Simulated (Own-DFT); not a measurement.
# Computed records: GaN (wurtzite, strained, atoms displaced), SiC (3C silicon carbide, strained, atoms displaced)

A calculation, not a measurement: plane-wave PBE density functional theory by an unreviewed code, no spin, of a simulated periodic cell, stress positive in tension, free energy of the whole cell less one offset for each atom, forces on such cells passed a denser k mesh, this cell's mesh not checked; offsets are fitted by least squares, one for each functional and potential file, so energies compare only between cells with the same atoms and settings and are not formation energies; the far tail of each file's local potential was reset to the Coulomb form; each entry is a single point on an unrelaxed cell, so the pressure reflects the starting lattice, mostly measured values (interpolated for alloys), from which strain is counted, and rises with the displacements; printed positions are rounded, which can move forces by about a meV/angstrom; the program, named Own-DFT, is a retired in-house code; no spin-orbit coupling. Program: Own-DFT development build.

Settings shared by all entries: functional PBE.

(1) GaN (wurtzite, strained, atoms displaced)

```
GaN
1.0
     12.7560     0.0000     0.0000
     -4.7835     8.2853     0.0000
      0.0000     0.0000    10.4996
Ga N Ga N Ga N Ga N Ga N Ga N Ga N Ga N Ga N Ga N Ga N Ga N Ga N Ga N Ga N Ga N Ga N Ga N Ga N Ga N Ga N Ga N Ga N Ga N
2 2 2 2 2 2 2 2 2 2 2 2 2 2 2 2 2 2 2 2 2 2 2 2 2 2 2 2 2 2 2 2 2 2 2 2 2 2 2 2 2 2 2 2 2 2 2 2
Direct
  0.08347 0.22063 0.98842
  0.16335 0.09992 0.24897
  0.08033 0.22244 0.18378
  0.16349 0.10994 0.43985
  0.09456 0.22955 0.50640
  0.17367 0.10807 0.74276
  0.08187 0.22423 0.68108
  0.16684 0.11143 0.93712
  0.08204 0.55405 0.00080
  0.16182 0.44241 0.24811
  0.08847 0.55192 0.18173
  0.16794 0.43569 0.43760
  0.07520 0.54638 0.49662
  0.16259 0.44122 0.75337
  0.08198 0.55535 0.68446
  0.17099 0.45272 0.94325
  0.09243 0.89910 0.99797
  0.16322 0.78095 0.25092
  0.08235 0.88582 0.19426
  0.16669 0.77787 0.43211
  0.08831 0.88783 0.49342
  0.17431 0.78721 0.75576
  0.08856 0.88709 0.69298
  0.16275 0.77803 0.93172
  0.33231 0.22175 0.99512
  0.41490 0.10532 0.24590
  0.34073 0.21105 0.19684
  0.41602 0.10765 0.43624
  0.33423 0.23067 0.50140
  0.40819 0.10577 0.74955
  0.34424 0.23416 0.68991
  0.42752 0.10782 0.93640
  0.34024 0.56049 0.99465
  0.40756 0.43309 0.25044
  0.33119 0.55180 0.18314
  0.42019 0.44096 0.44438
  0.33110 0.55602 0.49791
  0.41587 0.44412 0.74462
  0.33695 0.56239 0.69067
  0.41670 0.44264 0.93647
  0.33186 0.88884 0.99990
  0.42727 0.78311 0.24605
  0.33090 0.89561 0.18630
  0.41673 0.78134 0.43750
  0.32941 0.88703 0.49871
  0.41897 0.78243 0.74385
  0.34076 0.88686 0.68376
  0.41981 0.77972 0.94955
  0.58536 0.22161 0.99788
  0.67270 0.10954 0.24800
  0.58695 0.22733 0.18788
  0.66675 0.10738 0.43733
  0.58792 0.22601 0.50291
  0.66037 0.09996 0.75469
  0.58440 0.22104 0.68788
  0.66791 0.11114 0.93357
  0.57729 0.54639 0.00116
  0.66668 0.44616 0.26240
  0.58095 0.55589 0.18980
  0.66166 0.44266 0.44011
  0.58263 0.55579 0.50090
  0.67021 0.44893 0.75719
  0.58104 0.55444 0.69275
  0.66532 0.45303 0.94186
  0.57634 0.89139 0.99454
  0.67290 0.77386 0.25437
  0.58791 0.89283 0.18437
  0.66781 0.77642 0.43402
  0.57463 0.88216 0.50593
  0.66229 0.77513 0.75741
  0.58160 0.89232 0.68716
  0.66818 0.78589 0.94232
  0.83557 0.23189 0.00499
  0.91718 0.12555 0.24906
  0.83822 0.22150 0.20110
  0.92552 0.11249 0.43900
  0.83404 0.22731 0.50205
  0.92517 0.11134 0.74861
  0.83252 0.21982 0.68950
  0.91067 0.10832 0.93808
  0.83030 0.55195 0.00326
  0.91561 0.44037 0.24098
  0.83809 0.56227 0.19705
  0.92401 0.44443 0.43301
  0.83675 0.56136 0.49189
  0.92365 0.45108 0.74861
  0.83911 0.56335 0.67701
  0.92057 0.44984 0.93323
  0.83041 0.88803 0.99645
  0.92282 0.79244 0.25704
  0.83923 0.88545 0.19291
  0.91393 0.76958 0.43905
  0.83434 0.88926 0.49209
  0.91645 0.77869 0.75517
  0.83099 0.89194 0.69260
  0.92050 0.77461 0.94216
```

Here we set potential files PseudoDojo norm-conserving, scalar-relativistic, standard set with the stringent files for Ga, wave cutoff 96 hartree, occupations Gaussian, smearing width 0.01 eV and k mesh 3 x 4 x 3 centred on Gamma.

Results for GaN (wurtzite, strained, atoms displaced): free energy of cell above offsets -4.796 eV; pressure 4.65 GPa; stress xx -5.82 GPa; stress yy -6.55 GPa; stress zz -1.59 GPa; stress yz 0.19 GPa; stress xz -0.78 GPa; stress xy 0.16 GPa.

Force:
| element | x (eV/Å) | y (eV/Å) | z (eV/Å) |
| --- | --- | --- | --- |
| Ga | -0.956 | 0.528 | 1.679 |
| Ga | -0.268 | 2.235 | 0.322 |
| N | 1.133 | -0.417 | -0.364 |
| N | 1.258 | -0.053 | -0.221 |
| Ga | -1.602 | -1.425 | -1.698 |
| Ga | -1.065 | 0.635 | 0.312 |
| N | 1.914 | 0.093 | 2.231 |
| N | 0.555 | 0.545 | -0.922 |
| Ga | 0.308 | 0.641 | -0.365 |
| Ga | 1.753 | -0.376 | 0.108 |
| N | -1.947 | 1.057 | 0.677 |
| N | -0.747 | 1.732 | -0.52 |
| Ga | 2.272 | 1.328 | 0.738 |
| Ga | 0.388 | 1.032 | -0.265 |
| N | 1.177 | 0.845 | 0.167 |
| N | 0.064 | -0.93 | -1.333 |
| Ga | -1.264 | -1.714 | 0.763 |
| Ga | 1.722 | -1.059 | -0.609 |
| N | 0.029 | 0.289 | -1.67 |
| N | 0.237 | -0.973 | 0.792 |
| Ga | -1.118 | -0.102 | 1.347 |
| Ga | 0.262 | -1.519 | -1.797 |
| N | -0.652 | 0.466 | -1.23 |
| N | 1.161 | 0.141 | 1.742 |
| Ga | 1.199 | -0.091 | 1.098 |
| Ga | 2.689 | 0.208 | 1.755 |
| N | -4.003 | 1.618 | -2.185 |
| N | -0.241 | 0.536 | 0.578 |
| Ga | 1.072 | -2.055 | -0.515 |
| Ga | 2.526 | 0.664 | -0.131 |
| N | -1.331 | -2.021 | -0.64 |
| N | -2.729 | -0.132 | -0.509 |
| Ga | -0.567 | -0.757 | 1.02 |
| Ga | 0.777 | 0.921 | 0.094 |
| N | 0.259 | 0.3 | 0.737 |
| N | -1.514 | 1.157 | -1.042 |
| Ga | 0.575 | 0.288 | 0.197 |
| Ga | -0.026 | 1.51 | 1.106 |
| N | -0.593 | -1.01 | -0.422 |
| N | -0.285 | -0.371 | -0.451 |
| Ga | 0.086 | -0.256 | 0.434 |
| Ga | -1.474 | -0.707 | 0.159 |
| N | 0.775 | -2.028 | -0.314 |
| N | -0.242 | -0.961 | -0.479 |
| Ga | 0.507 | 0.574 | -0.544 |
| Ga | 0.504 | -0.872 | 1.557 |
| N | -2.273 | 0.627 | 0.311 |
| N | -1.925 | -0.457 | -2.379 |
| Ga | 0.561 | 0.875 | 0.92 |
| Ga | -1.783 | 0.002 | 0.85 |
| N | 0.578 | -0.431 | -0.144 |
| N | 0.021 | 0.179 | 0.112 |
| Ga | -0.455 | -1.143 | -0.191 |
| Ga | 0.661 | 2.356 | -1.235 |
| N | -0.483 | 0.254 | 0.759 |
| N | 0.14 | 0.649 | 1.437 |
| Ga | -0.238 | 1.879 | 1.018 |
| Ga | -0.115 | -0.127 | -2.128 |
| N | 0.077 | -0.666 | 0.082 |
| N | 1.037 | 0.479 | 0.739 |
| Ga | 0.454 | 0.518 | 0.679 |
| Ga | 0.263 | -0.431 | -1.45 |
| N | 0.572 | 0.468 | -0.504 |
| N | 1.413 | -1.159 | -0.47 |
| Ga | 2.68 | 0.786 | 1.507 |
| Ga | -0.862 | 0.361 | -1.385 |
| N | 0.701 | -0.161 | -0.028 |
| N | -0.691 | -0.012 | 1.366 |
| Ga | 1.494 | 1.104 | -1.197 |
| Ga | 0.542 | 0.477 | -0.593 |
| N | 0.789 | -1.299 | 0.379 |
| N | -0.812 | -1.395 | -0.273 |
| Ga | 0.283 | -1.096 | -0.856 |
| Ga | 3.893 | -3.028 | 1.581 |
| N | -2.778 | 1.148 | -3.081 |
| N | -0.891 | 0.393 | -0.103 |
| Ga | 0.659 | -1.169 | 0.192 |
| Ga | -2.455 | -0.282 | 0.067 |
| N | 0.166 | 0.383 | 0.2 |
| N | 0.866 | 0.944 | -0.075 |
| Ga | 0.228 | 0.901 | 0.694 |
| Ga | 0.222 | 1.77 | 1.303 |
| N | -0.299 | -0.526 | -0.811 |
| N | -2.39 | -0.628 | -0.776 |
| Ga | 0.04 | -2.117 | 0.809 |
| Ga | -1.467 | -1.103 | -0.645 |
| N | -0.314 | -0.579 | 1.53 |
| N | -0.654 | -0.474 | 1.016 |
| Ga | 1.033 | -0.169 | 1.151 |
| Ga | 0.336 | -1.874 | -0.433 |
| N | -1.925 | 1.524 | -1.082 |
| N | 0.539 | 2.374 | -0.191 |
| Ga | -0.094 | 0.504 | 1.377 |
| Ga | -0.01 | -0.015 | -0.656 |
| N | 0.623 | -0.749 | -0.664 |
| N | -0.531 | 0.621 | -0.11 |

(2) SiC (3C silicon carbide, strained, atoms displaced)

```
SiC
1.0
     13.2712     0.0017     0.1441
      0.0011     8.8935     0.1341
      0.0961     0.1341     8.6877
Si C Si C Si C Si C Si C Si C Si C Si C Si C Si C Si C Si C
4 4 4 4 4 4 4 4 4 4 4 4 4 4 4 4 4 4 4 4 4 4 4 4
Direct
  0.99918 0.00318 0.99642
  0.00426 0.24176 0.24976
  0.17381 0.99469 0.25723
  0.16384 0.24776 0.00592
  0.07952 0.12806 0.12550
  0.08404 0.37117 0.36667
  0.25353 0.12212 0.38133
  0.24667 0.38672 0.13565
  0.99874 0.00427 0.49852
  0.99684 0.25370 0.73110
  0.16844 0.00231 0.74906
  0.16705 0.25300 0.49851
  0.07955 0.12988 0.63414
  0.08473 0.37539 0.87810
  0.24898 0.12252 0.87805
  0.24941 0.36765 0.61383
  0.99444 0.50365 0.99977
  0.99466 0.74435 0.25082
  0.16282 0.50500 0.25592
  0.16425 0.75357 0.00321
  0.08998 0.62766 0.14254
  0.08171 0.88110 0.39314
  0.24572 0.61866 0.37952
  0.24477 0.86851 0.12666
  0.99605 0.49459 0.48946
  0.99819 0.75230 0.75601
  0.16950 0.50638 0.74899
  0.17058 0.74764 0.49874
  0.08393 0.61394 0.61833
  0.08821 0.88808 0.87273
  0.25460 0.61763 0.88204
  0.24807 0.87703 0.62606
  0.33461 0.00330 0.99960
  0.32562 0.25869 0.25448
  0.49702 0.99458 0.25684
  0.50606 0.25398 0.99427
  0.42643 0.13484 0.13015
  0.42004 0.37882 0.38193
  0.58947 0.13156 0.37381
  0.58126 0.37301 0.12622
  0.33666 0.99837 0.49936
  0.33306 0.24182 0.75038
  0.50383 0.99926 0.74009
  0.49502 0.24614 0.50196
  0.42189 0.13065 0.62441
  0.41868 0.37620 0.87050
  0.58239 0.12587 0.87524
  0.57801 0.38385 0.62765
  0.33422 0.49285 0.00649
  0.33304 0.75788 0.25431
  0.50029 0.50177 0.27202
  0.50081 0.75256 0.99865
  0.41011 0.62265 0.11925
  0.41576 0.87398 0.37669
  0.57909 0.61795 0.37413
  0.58479 0.86299 0.13109
  0.33431 0.50731 0.49128
  0.34177 0.75399 0.74662
  0.50419 0.50351 0.75058
  0.50246 0.75222 0.49828
  0.41197 0.61836 0.62722
  0.41834 0.87715 0.87222
  0.58557 0.62348 0.86930
  0.58787 0.87183 0.62471
  0.67164 0.00974 0.00042
  0.67054 0.24230 0.25696
  0.83658 0.00778 0.25147
  0.84166 0.25457 0.00401
  0.75289 0.13215 0.12556
  0.75133 0.38229 0.37364
  0.91312 0.11758 0.36960
  0.91249 0.38104 0.13263
  0.66172 0.00726 0.50058
  0.66669 0.25405 0.75581
  0.83521 0.00733 0.74724
  0.83032 0.25565 0.49704
  0.74953 0.11817 0.63537
  0.74988 0.37079 0.88504
  0.91278 0.11909 0.87245
  0.91442 0.37851 0.62935
  0.66204 0.48917 0.00459
  0.66635 0.75641 0.24566
  0.83680 0.50456 0.25700
  0.83133 0.74865 0.99961
  0.74915 0.61951 0.13613
  0.74597 0.87340 0.37053
  0.91850 0.61849 0.36015
  0.91531 0.87650 0.11563
  0.66600 0.50175 0.49881
  0.66316 0.75694 0.74818
  0.83719 0.49836 0.74387
  0.83594 0.75396 0.50784
  0.74860 0.62434 0.63308
  0.75366 0.86962 0.87632
  0.91377 0.62024 0.87573
  0.91749 0.87529 0.63196
```

It was run with potential files PseudoDojo norm-conserving, scalar-relativistic, standard set, wave cutoff 42 hartree, occupations Fermi-Dirac, smearing width 0.1 eV, hardware one NVIDIA H200 and k mesh 3 x 4 x 4 centred on Gamma.

It finds free energy of cell above offsets -6.562 eV; pressure -0.99 GPa; stress xx 1.8 GPa; stress yy 3.3 GPa; stress zz -2.14 GPa; stress yz 7.2 GPa; stress xz 4.46 GPa; stress xy 0.25 GPa; wall time 535.2 s.

Force:
| element | x (eV/Å) | y (eV/Å) | z (eV/Å) |
| --- | --- | --- | --- |
| Si | 0.42 | 0.008 | -0.003 |
| Si | -1.673 | 1.89 | 0.058 |
| Si | -2.256 | 0.713 | -0.118 |
| Si | 0.493 | 1.386 | -0.767 |
| C | 1.238 | -2.004 | 0.004 |
| C | -1.011 | -0.682 | 1.401 |
| C | -0.729 | 0.251 | -0.748 |
| C | -0.236 | -2.233 | -0.803 |
| Si | 0.076 | -0.244 | 1.615 |
| Si | 0.754 | -0.164 | 4.703 |
| Si | 0.05 | 0.792 | -0.368 |
| Si | -0.47 | -0.812 | 0.325 |
| C | 1.193 | -0.881 | -2.789 |
| C | -0.939 | 0.312 | -0.59 |
| C | 0.113 | 0.312 | 0.035 |
| C | 0.876 | 1.188 | 1.566 |
| Si | 2.115 | -1.065 | 0.857 |
| Si | 2.251 | 2.672 | -0.953 |
| Si | 1.506 | -0.869 | 0.064 |
| Si | 0.864 | -1.174 | -0.617 |
| C | -3.018 | 1.385 | -2.979 |
| C | 0.853 | -1.276 | -2.564 |
| C | 1.114 | 1.889 | -0.895 |
| C | 1.769 | 1.721 | 0.279 |
| Si | 1.602 | 0.523 | 0.877 |
| Si | 1.335 | -0.556 | -0.808 |
| Si | 0.093 | -1.743 | 0.321 |
| Si | -1.648 | 0.315 | 1.24 |
| C | -0.801 | 1.661 | 0.48 |
| C | -1.64 | -2.593 | 1.082 |
| C | -0.986 | 1.838 | -1.219 |
| C | 1.331 | -0.35 | -0.224 |
| Si | 0.496 | -0.298 | 0.82 |
| Si | 2.707 | -0.426 | -0.163 |
| Si | 2.012 | 1.526 | -1.872 |
| Si | -1.316 | 0.187 | 1.016 |
| C | -2.634 | -1.2 | -0.106 |
| C | -2.096 | -1.181 | -0.109 |
| C | -3.261 | -1.784 | 1.764 |
| C | -0.001 | -0.394 | 1.562 |
| Si | -0.557 | 0.55 | 1.098 |
| Si | 0.173 | 2.204 | -0.313 |
| Si | -0.209 | 0.462 | 1.973 |
| Si | 2.73 | 2.697 | -0.987 |
| C | -1.871 | -2.984 | 0.637 |
| C | -0.585 | -0.841 | 0.799 |
| C | 0.625 | -0.764 | -0.521 |
| C | 1.809 | -2.196 | -0.873 |
| Si | 0.221 | 0.732 | -1.133 |
| Si | -0.582 | -2.503 | -1.441 |
| Si | -0.676 | -0.769 | -5.238 |
| Si | -0.111 | -1.34 | 0.252 |
| C | 1.829 | 1.099 | 2.168 |
| C | 0.007 | -0.117 | 0.67 |
| C | 2.094 | 2.898 | 1.378 |
| C | -1.665 | 3.282 | -1.734 |
| Si | -0.218 | -1.937 | 2.155 |
| Si | -2.31 | -1.009 | 1.176 |
| Si | -1.754 | 0.183 | 0.143 |
| Si | -0.495 | -1.613 | 0.673 |
| C | 1.632 | 1.704 | -0.846 |
| C | 0.398 | 0.525 | -0.06 |
| C | -0.665 | 0.488 | 1.196 |
| C | -2.113 | 1.122 | -1.283 |
| Si | -0.395 | -1.707 | 0.127 |
| Si | 0.459 | 3.186 | -2.424 |
| Si | -1.975 | -2.547 | -1.627 |
| Si | -1.617 | -0.242 | -0.531 |
| C | 0.258 | -0.835 | 0.414 |
| C | -0.714 | -1.28 | 0.964 |
| C | 1.399 | 2.269 | 1.877 |
| C | 1.761 | -1.251 | -0.48 |
| Si | 2.578 | -1.143 | 0.028 |
| Si | 0.216 | 0.119 | -0.513 |
| Si | -0.372 | -2.345 | 1.417 |
| Si | -0.016 | -1.167 | 0.778 |
| C | -1.025 | 2.2 | -2.307 |
| C | 0.706 | 0.488 | -1.506 |
| C | 1.317 | 2.13 | 0.072 |
| C | -0.132 | -0.598 | -3.064 |
| Si | 1.775 | 2.145 | -0.126 |
| Si | 1.199 | -2.844 | 1.491 |
| Si | -2.136 | -0.833 | -2.032 |
| Si | -0.226 | -0.758 | 0.746 |
| C | -0.202 | 0.796 | -1.499 |
| C | 1.148 | 1.106 | 1.239 |
| C | -0.676 | 0.887 | 4.03 |
| C | 0.33 | -0.481 | 1.439 |
| Si | 0.066 | 0.131 | 0.775 |
| Si | 2.568 | -1.707 | 1.638 |
| Si | -2.458 | 0.725 | 2.471 |
| Si | -1.157 | -0.48 | -1.154 |
| C | 0.411 | 0.273 | -1.529 |
| C | -1.502 | 1.655 | -0.728 |
| C | 0.306 | 1.092 | -0.211 |
| C | -0.145 | 0.509 | -1.037 |
